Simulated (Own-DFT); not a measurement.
# Which arrangement is lower? Ga32P32, 64 atoms

These are calculations, not measurements. The program, named Own-DFT, is a retired in-house plane-wave density functional code that no person has reviewed. Each row is one single-point run on a periodic cell that was not relaxed, without spin or spin-orbit coupling.

Settings of every run: PBE; PseudoDojo norm-conserving scalar-relativistic files; cutoff 42 hartree; 3 x 3 x 3 k mesh centred on Gamma; Fermi-Dirac smearing of 0.1 eV.

Known limits, some of them of some rows only: not probed for a lower state with spin; forces on such cells failed a check on a denser k mesh; forces on such cells passed a denser k mesh, each cell not checked; stress not checked against mesh or cutoff.

All cells hold the same atoms in the same cell, with vectors in Å (10.901, 0.000, 0.000); (0.000, 10.901, 0.000); (0.000, 0.000, 10.901). Every atom was moved at random from its ideal site; u is the rms move along one axis. The defect's site can differ from row to row. E is the free energy of the cell above the lowest run. The arrangements:

- A: zincblende GaP
- B: zincblende GaP, with one Ga on a P site and one P on a Ga site, 2.4 Å apart

```
arrangement   u (Å)  E (eV)  P (GPa)
          A  0.0186   0.003     2.72
          A  0.0190   0.000     2.71
          A  0.0197   0.026     2.70
          A  0.0500   2.682     3.33
          A  0.0502   2.369     3.25
          A  0.0507   2.915     3.35
          B  0.0292   3.720     3.02
          B  0.0293   3.704     3.02
          B  0.0309   3.834     3.01
          B  0.0437   4.686     3.21
          B  0.0479   5.436     3.42
          B  0.0480   5.412     3.37
```

Question: once the cost of the random moves is taken out, how do the arrangements rank?

## Worked answer

Fit E = a + b u², with one b for all and one a for each arrangement, and with residuals divided by u², since the noise grows with the moves. Then b = 1187 eV/Å², the scatter at u = 0.04 Å is 0.11 eV, and against A:

- B: 3.10 ± 0.05 eV (higher)

These are energies of unrelaxed cells. Relaxing the atoms lowers the strained arrangements most, so the gaps would shrink and small ones could change sign.
